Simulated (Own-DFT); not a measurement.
# Computed records: GaP (zincblende, atoms displaced)

A calculation, not a measurement: plane-wave PBE density functional theory by an unreviewed code, no spin, of a simulated periodic cell, stress positive in tension, free energy of the whole cell less one offset for each atom, forces on such cells passed a denser k mesh, this cell's mesh not checked; offsets are fitted by least squares, one for each functional and potential file, so energies compare only between cells with the same atoms and settings and are not formation energies; the far tail of each file's local potential was reset to the Coulomb form; each entry is a single point on an unrelaxed cell, so the pressure reflects the starting lattice, mostly measured values (interpolated for alloys), from which strain is counted, and rises with the displacements; printed positions are rounded, which can move forces by about a meV/angstrom; the program, named Own-DFT, is a retired in-house code; no spin-orbit coupling; before rounding, a Quantum ESPRESSO 7.3.1 run of the same cell and cutoff gave forces within 1 meV/angstrom rms on each cell, which checks the program and not the settings. Program: Own-DFT development build.

Common to all runs: functional PBE; potential files PseudoDojo norm-conserving, scalar-relativistic, standard set; wave cutoff 42 hartree; occupations Fermi-Dirac; smearing width 0.1 eV; k mesh 2 x 3 x 3 centred on Gamma.

(1) 
```xyz
96
Lattice="16.3515 0.0000 0.0000 0.0000 10.9010 0.0000 0.0000 0.0000 10.9010" Properties=species:S:1:pos:R:3:force_x:R:1:force_y:R:1:force_z:R:1 formula=GaP free_energy_of_cell_above_offsets=-49.847 pressure=3.3 stress_xx=-3.31 stress_yy=-3.25 stress_zz=-3.35 stress_yz=0.94 stress_xz=0.36 stress_xy=-0.21
Ga    16.3508     0.0384     0.0466      0.184     -0.715     -1.029
Ga    16.3317     2.7072     2.7971      0.635      0.874     -1.236
Ga     2.7225     0.0000     2.7024      0.256      0.466      0.031
Ga     2.6997     2.7674     0.1016      0.037     -0.394     -1.505
P      1.3691     1.3496     1.3095     -0.329      0.451      1.025
P      1.3659     4.0892     4.1104      0.213      0.019      -0.22
P      4.0494     1.4046     4.0707      0.236      0.039      0.112
P      4.0122     4.0779     1.3856      1.384      0.789     -0.853
Ga     0.0047    10.8839     5.4525     -0.049      0.103     -0.073
Ga     0.0133     2.6559     8.2452     -0.233       1.24      0.041
Ga     2.7061    10.8276     8.2222      0.239      1.013     -0.495
Ga     2.6397     2.6647     5.5440      0.936      0.893      -0.58
P      1.3125     1.4027     6.8839      0.391     -1.471     -0.049
P      1.3938     4.1659     9.5243     -0.566     -0.903      0.571
P      4.1012     1.2823     9.5510     -1.104      1.253     -0.046
P      4.1480     4.1812     6.8186      -1.48     -1.603      0.528
Ga    16.3391     5.4884     0.0341     -0.067     -0.227     -0.481
Ga     0.0314     8.0964     2.7056     -0.002      0.558      0.072
Ga     2.7633     5.4241     2.7003     -0.499      0.274      0.839
Ga     2.7070     8.1360     0.0588      0.741      0.855     -0.832
P      1.4415     6.7724     1.3158     -0.781     -0.173      0.939
P      1.4121     9.5668     4.0544     -0.729     -0.367      0.056
P      4.0307     6.8624     4.0913      0.454      -0.84      0.012
P      4.1129     9.6239     1.3175     -1.104     -1.012      0.636
Ga     0.0142     5.4774     5.4218     -0.394     -0.144     -0.071
Ga    16.3225     8.2177     8.0336      0.649     -0.173      1.345
Ga     2.7025     5.4504     8.1585      0.704      1.012      0.096
Ga     2.6427     8.1261     5.4096      0.706      1.044       0.15
P      1.3541     6.8654     6.7639     -0.188     -0.886      0.486
P      1.4460     9.5106     9.5049     -1.597     -0.421        0.8
P      4.1613     6.9471     9.5469     -0.755     -1.264      0.113
P      4.0712     9.5560     6.8518      -1.01     -0.083     -1.297
Ga     5.3579    10.8671    10.8704      1.861      0.711      -0.04
Ga     5.4538     2.8514     2.6629      0.195     -0.962       0.61
Ga     8.1405     0.0023     2.6969      0.563     -0.172      0.163
Ga     8.1463     2.7460     0.0195     -0.147      0.444     -0.288
P      6.8497     1.3870     1.3661     -1.134     -0.203     -0.292
P      6.7616     4.1268     4.1072      1.051     -0.398      -0.23
P      9.5484     1.4283     4.0073     -0.375     -1.285      0.899
P      9.5724     4.0586     1.3265     -0.131      0.347      0.712
Ga     5.3573    10.9010     5.4929      0.969      0.017     -0.859
Ga     5.3655     2.6735     8.1871      0.825      0.136     -0.309
Ga     8.2416    10.8763     8.1057     -0.383      0.483      0.706
Ga     8.2119     2.6337     5.4816      -0.42      0.707     -0.939
P      6.8766     1.3322     6.7803     -1.119     -0.128      0.365
P      6.8161     4.0996     9.4445     -0.778      -0.86      1.223
P      9.4927     1.4855     9.5124     -0.295     -1.659      0.372
P      9.5107     4.0240     6.7956     -0.434      0.309       0.61
Ga     5.5530     5.5288    10.8873     -1.011     -0.901     -0.681
Ga     5.3084     8.1983     2.6866      1.251     -0.291      0.018
Ga     8.2266     5.5100     2.7412     -0.404     -0.907      -0.24
Ga     8.1786     8.2130     0.0324     -0.197     -0.239     -0.775
P      6.8263     6.7708     1.3435      0.059      1.072      0.821
P      6.8836     9.4351     4.0283     -1.614      1.164      0.005
P      9.5097     6.8153     4.1270      1.089     -0.249      0.027
P      9.5718     9.4702     1.4117     -0.451      0.977      -0.43
Ga     5.4213     5.3873     5.4692      0.564      1.389     -0.737
Ga     5.3582     8.2370     8.0905      1.799     -0.662      0.422
Ga     8.0696     5.4200     8.1469      1.798      0.308      0.257
Ga     8.1968     8.2020     5.3727     -0.072      -0.44      1.208
P      6.8726     6.7319     6.7871     -1.092      1.574     -0.559
P      6.7771     9.6252     9.4743        0.5     -0.818      0.264
P      9.5977     6.7876     9.5536     -0.732       0.25       -0.6
P      9.5722     9.5573     6.7848      0.153      -0.52     -0.307
Ga    10.8095    10.8577    10.7981      0.299       0.29      0.642
Ga    10.9150     2.6909     2.7545      0.362       0.93     -0.419
Ga    13.6174     0.0738     2.6973      0.611     -0.733      0.513
Ga    13.6277     2.7055     0.0462     -0.443     -0.471     -0.125
P     12.2157     1.3060     1.4335     -0.209      0.312     -1.434
P     12.3231     4.0687     4.0840     -0.738      0.581     -0.144
P     15.0407     1.4011     4.0474     -0.806     -1.009      0.813
P     14.8875     4.1431     1.3494      2.004     -1.235     -0.535
Ga    10.9311     0.0014     5.4327     -0.103       0.47     -0.223
Ga    10.8126     2.7370     8.2126      1.174      0.074     -0.776
Ga    13.5751     0.0967     8.2569      0.152     -0.938      -0.59
Ga    13.6484     2.7333     5.4082      0.039     -0.365      0.318
P     12.2869     1.3607     6.8199     -0.511      0.497     -0.134
P     12.2912     3.9782     9.5113     -0.062      1.144      0.174
P     14.9853     1.3515     9.5382      0.189      0.191      0.865
P     15.0480     4.0073     6.7566     -0.111      0.804      0.699
Ga    10.9325     5.4441     0.0240      0.223     -0.325     -0.529
Ga    10.8968     8.1739     2.7776      0.432     -0.069      0.383
Ga    13.6484     5.4180     2.6092     -1.332      1.293      1.303
Ga    13.6620     8.2546     0.0063      0.148     -0.668      0.333
P     12.2141     6.8719     1.3513      0.763     -0.228      0.061
P     12.3225     9.5630     4.1165     -0.176     -0.329     -0.181
P     14.9363     6.8188     4.0534      0.231     -0.228      0.136
P     15.0240     9.5740     1.3707     -0.039     -0.216       0.41
Ga    10.8274     5.3720     5.5283      1.066      0.593     -0.644
Ga    10.9537     8.1771     8.1067     -0.367      0.037      0.918
Ga    13.6146     5.4738     8.1178      1.465     -1.355      1.352
Ga    13.6139     8.1551     5.5253     -0.002     -0.051     -0.753
P     12.3402     6.7900     6.9114     -1.411      0.199     -1.665
P     12.3105     9.5171     9.5709     -0.716      0.498     -0.694
P     15.0609     6.8925     9.5568     -0.583     -0.395     -0.502
P     14.9565     9.5154     6.8115     -0.317      1.304     -0.054
```

Units: free_energy_of_cell_above_offsets in eV; pressure, stress_xx, stress_yy, stress_zz, stress_yz, stress_xz, stress_xy in GPa; force_x, force_y, force_z in eV/Å.

(2) 
```xyz
96
Lattice="16.3515 0.0000 0.0000 0.0000 10.9010 0.0000 0.0000 0.0000 10.9010" Properties=species:S:1:pos:R:3:force_x:R:1:force_y:R:1:force_z:R:1 formula=GaP free_energy_of_cell_above_offsets=-50.382 pressure=3.18 stress_xx=-3.24 stress_yy=-3.16 stress_zz=-3.13 stress_yz=-0.04 stress_xz=-0.09 stress_xy=0
Ga     0.0058     0.0283     0.1126     -0.632     -0.631     -1.864
Ga     0.0492     2.7712     2.6946     -0.587     -0.467      0.546
Ga     2.7298     0.0396     2.6815       0.16      -0.26      0.445
Ga     2.7475     2.7483     0.0425     -0.332      0.011     -0.186
P      1.3348     1.3229     1.3236      0.835       1.25      0.745
P      1.2988     4.0753     4.2005       0.41      0.632     -1.398
P      4.0737     1.4146     4.1075      0.115     -0.323     -0.007
P      4.0674     4.1550     1.3579      0.388     -0.999      0.401
Ga     0.0349    10.7762     5.4798     -0.508      1.892      0.164
Ga     0.0511     2.7538     8.1856     -0.702     -0.375      -0.58
Ga     2.7071    10.8911     8.1643      0.481      0.148      0.146
Ga     2.6816     2.7769     5.4427      0.429     -0.391      0.618
P      1.3949     1.3886     6.8313     -0.406     -0.565     -0.319
P      1.3520     4.0790     9.5304       0.38      0.033      0.398
P      4.0840     1.4218     9.5864        0.1     -1.367      0.017
P      3.9908     4.1079     6.8901      1.401     -0.336     -0.919
Ga    16.3416     5.3964    10.8526     -0.164      0.274      0.891
Ga     0.0242     8.2242     2.7114      -0.02       -0.3      0.002
Ga     2.7993     5.4191     2.7622     -1.519      0.117      0.059
Ga     2.6882     8.2156    10.8852      0.139     -1.175        0.1
P      1.3232     6.8164     1.3990      0.516      -0.43     -0.442
P      1.3168     9.5705     4.0841      1.184     -0.409      -0.39
P      4.0800     6.8168     4.0106      0.073      0.545      0.861
P      4.0535     9.5056     1.3235      0.539      0.305      0.445
Ga    16.2741     5.4948     5.4302      0.029      0.105      0.227
Ga     0.0234     8.2134     8.1339     -0.224     -0.578        0.1
Ga     2.6906     5.4635     8.2056      -0.05      0.234     -0.017
Ga     2.6481     8.1429     5.5111      0.951      0.612     -1.323
P      1.3996     6.8002     6.7641     -1.119     -0.516      0.892
P      1.3764     9.5055     9.5458     -0.601      0.855     -0.062
P      4.0798     6.8205     9.4870       0.15       0.26      0.691
P      4.0906     9.5396     6.7262     -0.068      0.165      0.773
Ga     5.5126    10.7831    10.8745     -0.503      0.997      0.137
Ga     5.4665     2.7425     2.7896      0.423      0.327     -0.546
Ga     8.1068     0.0636     2.7410      0.689     -0.547      0.241
Ga     8.1946     2.7700    10.8676      0.456      0.065      0.729
P      6.8534     1.3576     1.3221     -0.765      0.385      0.084
P      6.9887     4.1616     4.1018     -1.984     -0.976      0.238
P      9.6111     1.3872     4.1038     -0.305     -0.671      0.102
P      9.6245     4.1081     1.4981     -0.478     -0.438     -1.498
Ga     5.5117     0.0089     5.4418      -0.75       0.18      0.012
Ga     5.4399     2.6347     8.1955     -0.039      1.122     -0.062
Ga     8.1948     0.0578     8.0599      0.855     -0.228      1.205
Ga     8.1776     2.6793     5.4059      0.637      0.374      0.549
P      6.8391     1.3617     6.8177     -0.512       0.46     -0.605
P      6.8078     4.1048     9.5777      0.054      0.019     -0.723
P      9.6090     1.3896     9.6073     -0.688     -0.591     -0.528
P      9.5384     4.0759     6.8068      0.235     -0.482      0.284
Ga     5.4281     5.4324     0.0198      0.249      0.846     -0.268
Ga     5.4811     8.1530     2.6836     -0.904      0.562      0.446
Ga     8.1639     5.3964     2.6760      0.708      1.425     -0.005
Ga     8.1621     8.2306    10.8598       0.28     -0.664      -0.17
P      6.8160     6.8868     1.4103      0.532     -1.024     -1.117
P      6.7558     9.4985     4.1188      0.634      0.553     -0.723
P      9.5781     6.7466     4.1399     -0.988      1.025     -0.811
P      9.5050     9.5713     1.3061     -0.051     -0.402      1.074
Ga     5.4539     5.4691     5.3545     -0.039      0.025       1.04
Ga     5.4770     8.2302     8.1842     -0.921     -0.202     -0.372
Ga     8.2199     5.5014     8.1761     -1.058     -0.776     -0.789
Ga     8.1997     8.2486     5.4365       0.17     -0.802      0.141
P      6.7880     6.9217     6.8412      0.516     -0.942     -0.635
P      6.8430     9.5492     9.4434      0.411      0.334      0.195
P      9.5409     6.7303     9.4873      0.179      1.534      0.829
P      9.6073     9.5851     6.7733     -1.204     -0.624      0.586
Ga    10.9195    10.8723     0.0545      0.191      0.017     -0.511
Ga    10.9855     2.7448     2.7821     -0.465     -0.007      0.192
Ga    13.5872    10.8862     2.7104      0.641      0.678      0.374
Ga    13.5865     2.6423     0.0083      0.228      0.229     -0.397
P     12.1956     1.3655     1.4247      0.635     -0.337     -0.542
P     12.2443     4.1442     4.1016     -0.006     -0.131      0.018
P     14.9498     1.4196     4.1438      0.948     -0.975     -0.963
P     14.9394     4.0574     1.3865       0.07      0.222     -0.403
Ga    10.9164     0.0160     5.5919      0.293      0.202     -1.898
Ga    10.9827     2.6665     8.2678     -0.596     -0.326     -1.567
Ga    13.6515    10.8291     8.1392      0.042     -0.435      0.495
Ga    13.6252     2.8205     5.3405      -0.42     -0.887      1.009
P     12.3232     1.2094     6.8282       0.17      2.354      0.107
P     12.2351     4.0624     9.4763      0.697      0.492      1.421
P     14.9872     1.3022     9.4390      0.287      0.386      1.115
P     14.9578     4.0620     6.7521      0.357      0.426      0.938
Ga    10.8663     5.4494    10.8931      0.459     -0.274      0.185
Ga    10.8943     8.1277     2.7119     -0.449      0.854      0.613
Ga    13.5627     5.4634     2.7538      0.774      0.274     -0.232
Ga    13.7015     8.2371     0.0413     -0.489     -1.165     -0.076
P     12.2139     6.8124     1.4116      0.808      0.021     -1.098
P     12.3068     9.5949     4.1104     -1.485     -0.151     -0.482
P     15.0155     6.8948     4.0444     -0.601     -0.427      0.026
P     15.0100     9.5479     1.3833     -0.155      0.388      0.255
Ga    10.8971     5.4596     5.4375      0.068      -0.36      0.893
Ga    10.8543     8.2198     8.1559      0.798      -1.01      0.035
Ga    13.6599     5.4266     8.2439     -0.131      -0.07     -0.842
Ga    13.5775     8.2341     5.3718        0.5     -0.927      0.578
P     12.3207     6.7511     6.7684     -0.305      0.815      0.494
P     12.2985     9.4608     9.5644     -0.283      0.694     -0.156
P     15.0005     6.7743     9.5501        0.2       0.77     -0.074
P     14.9762     9.5170     6.7588      0.036     -0.522      0.436
```

Units: free_energy_of_cell_above_offsets in eV; pressure, stress_xx, stress_yy, stress_zz, stress_yz, stress_xz, stress_xy in GPa; force_x, force_y, force_z in eV/Å.

(3) 
```xyz
96
Lattice="16.3515 0.0000 0.0000 0.0000 10.9010 0.0000 0.0000 0.0000 10.9010" Properties=species:S:1:pos:R:3:force_x:R:1:force_y:R:1:force_z:R:1 formula=GaP free_energy_of_cell_above_offsets=-50.802 pressure=3.15 stress_xx=-3.14 stress_yy=-3.12 stress_zz=-3.17 stress_yz=-0.38 stress_xz=-0.23 stress_xy=-0.32
Ga    16.3368     0.0652    10.8582      0.853     -1.345       0.97
Ga     0.0951     2.7915     2.6768     -1.454     -0.314     -0.175
Ga     2.7325    10.8896     2.6728     -0.109     -0.078     -0.079
Ga     2.6231     2.7669     0.0574      1.075     -0.115      -0.91
P      1.3665     1.3521     1.3654     -0.224     -0.195     -0.064
P      1.3260     4.1438     4.0398      0.602     -0.531      0.787
P      3.9576     1.3069     4.0677      1.322      0.709      0.332
P      4.1010     4.0667     1.3721       0.04     -0.208      0.097
Ga     0.0352    10.8407     5.3913     -0.458      0.344      0.179
Ga     0.0064     2.7056     8.1881     -0.161     -0.037     -0.045
Ga     2.7361    10.8531     8.1592      0.279      0.432     -0.016
Ga     2.7063     2.7434     5.4423     -0.255     -0.158      0.371
P      1.2924     1.3128     6.8274      0.754      0.325     -0.307
P      1.3328     4.1141     9.5042      0.286     -0.032      0.146
P      4.1504     1.3557     9.5130     -0.816      0.006      0.595
P      4.1443     4.0630     6.8505     -0.666      0.393     -0.505
Ga     0.0058     5.4848    10.8673      0.434      0.116      0.173
Ga     0.0027     8.1626     2.8111     -0.238       0.11     -0.643
Ga     2.7521     5.3810     2.7627      0.266      0.939     -0.575
Ga     2.6553     8.2819     0.0421       0.31     -1.165     -0.455
P      1.3385     6.8131     1.3887      0.376     -0.073      0.022
P      1.4527     9.5353     4.0563     -0.745     -0.127      0.147
P      4.1348     6.7656     4.0952     -1.059      0.184      0.514
P      4.0610     9.4827     1.4134      0.133      0.338     -0.163
Ga     0.0585     5.4745     5.4248     -0.361     -0.257      0.472
Ga     0.0102     8.1231     8.1640     -0.504      0.148      0.633
Ga     2.6923     5.5048     8.1354       1.08     -0.774      0.741
Ga     2.6993     8.2418     5.5388      0.276     -1.118       -0.6
P      1.3293     6.7668     6.8749      0.256      0.767      -1.14
P      1.3394     9.5346     9.5129     -0.094      0.249      0.088
P      4.1215     6.8399     9.4873     -0.522     -0.049      0.698
P      4.1284     9.5321     6.7611     -0.073      0.263      0.847
Ga     5.4128    10.8374     0.0754     -0.122      0.355     -0.441
Ga     5.5047     2.7060     2.7811     -0.878     -0.383     -0.242
Ga     8.1876     0.0904     2.7504     -0.645      -1.32     -0.394
Ga     8.1896     2.8295     0.0186     -0.047     -1.213     -0.154
P      6.7851     1.3124     1.3835      0.355       0.76     -0.412
P      6.8258     4.1116     4.0350      0.209     -0.587       0.94
P      9.5007     1.3091     4.0993      0.929      0.746      0.431
P      9.5476     4.0981     1.3911      0.511      0.129     -0.234
Ga     5.4527    10.8895     5.4298     -0.189      0.382     -0.306
Ga     5.5032     2.7464     8.1865     -0.121     -0.509     -0.041
Ga     8.2555     0.0638     8.1526     -1.253     -0.394      0.313
Ga     8.1907     2.6949     5.5142      0.088      0.634     -1.177
P      6.8229     1.4050     6.7496     -0.394     -0.639      0.888
P      6.8113     4.0864     9.5404      0.284       0.57      0.131
P      9.6132     1.3460     9.4920     -1.111       0.81      0.539
P      9.5721     4.1314     6.6949     -0.684     -1.201      1.951
Ga     5.4763     5.4660     0.0740     -0.512      0.096      -0.81
Ga     5.4069     8.1358     2.7506      0.364      0.336       0.37
Ga     8.1064     5.3981     2.6388      0.312      0.928      0.253
Ga     8.1820     8.2242     0.0304     -0.552     -0.829     -0.905
P      6.7745     6.8836     1.3566      0.507     -0.399      0.068
P      6.7993     9.5259     4.1175      0.436       0.04     -0.601
P      9.5273     6.8217     4.0202     -0.113     -0.659      0.107
P      9.4772     9.5202     1.3036      0.745      0.735      1.262
Ga     5.4964     5.4321     5.4515     -0.552     -0.473     -0.352
Ga     5.4934     8.1377     8.0976     -0.247      0.491      0.587
Ga     8.2620     5.4448     8.2309     -1.043     -0.125     -1.246
Ga     8.2290     8.1358     5.4458      -0.24      0.443     -0.311
P      6.7455     6.8637     6.6726      1.475     -0.708      1.319
P      6.7594     9.5165     9.6053      0.615      0.338     -1.122
P      9.5232     6.8333     9.4836      0.636       0.44      1.116
P      9.5130     9.5680     6.8108      0.149     -0.928      0.338
Ga    10.8104    10.8739    10.8549      0.902      0.255      0.777
Ga    10.9133     2.7026     2.7549     -0.255     -0.054        0.1
Ga    13.7140     0.0412     2.6527     -1.076      0.088      0.521
Ga    13.6188     2.8129    10.8789      0.346     -1.073      0.078
P     12.2761     1.4407     1.3562     -0.251     -0.852     -0.326
P     12.2523     4.0970     4.0931      0.281     -0.163     -0.058
P     14.9558     1.4183     4.0999      1.347     -0.641     -0.815
P     14.9723     4.1674     1.2354      0.399     -0.488      1.359
Ga    10.8516    10.7540     5.4008      0.665      0.904      0.013
Ga    10.9342     2.6346     8.1444      0.219      0.802     -0.585
Ga    13.6590     0.0770     8.2286      0.002     -0.491     -0.493
Ga    13.7432     2.7897     5.4026      -1.06      0.129      0.757
P     12.3177     1.3408     6.7577     -0.059      -0.07     -0.407
P     12.2390     4.0291     9.5683     -0.114      0.823     -0.997
P     15.0679     1.3096     9.5971     -1.426      1.796     -0.808
P     15.0376     4.1229     6.8251      0.101     -0.148     -0.088
Ga    10.9649     5.5015     0.0221     -0.831     -0.495     -0.531
Ga    10.8963     8.1685     2.7031     -0.605     -0.154     -0.573
Ga    13.6178     5.4351     2.7275      0.122      0.124      -0.22
Ga    13.5533     8.1792    10.8742      0.434      0.207      0.103
P     12.2511     6.8308     1.3508      0.398      0.053      0.468
P     12.2125     9.4378     4.0347      1.085       1.14      0.006
P     15.0082     6.7543     4.1369     -0.534      0.639     -0.328
P     14.9616     9.5634     1.3208      0.721      -0.61      0.132
Ga    10.8538     5.3892     5.4310      0.886      1.514     -0.712
Ga    10.9511     8.2037     8.1897     -0.378      0.077     -0.261
Ga    13.6606     5.4575     8.1736     -0.452     -0.205      0.355
Ga    13.6330     8.2126     5.4404     -0.112     -0.565      0.466
P     12.2350     6.7843     6.8520       0.24      0.115     -0.649
P     12.2554     9.5951     9.5446      0.148      -0.16     -0.153
P     14.9801     6.7981     9.5973     -0.224      0.578     -0.699
P     15.0329     9.5179     6.8572     -0.436      0.312     -0.433
```

Units: free_energy_of_cell_above_offsets in eV; pressure, stress_xx, stress_yy, stress_zz, stress_yz, stress_xz, stress_xy in GPa; force_x, force_y, force_z in eV/Å.
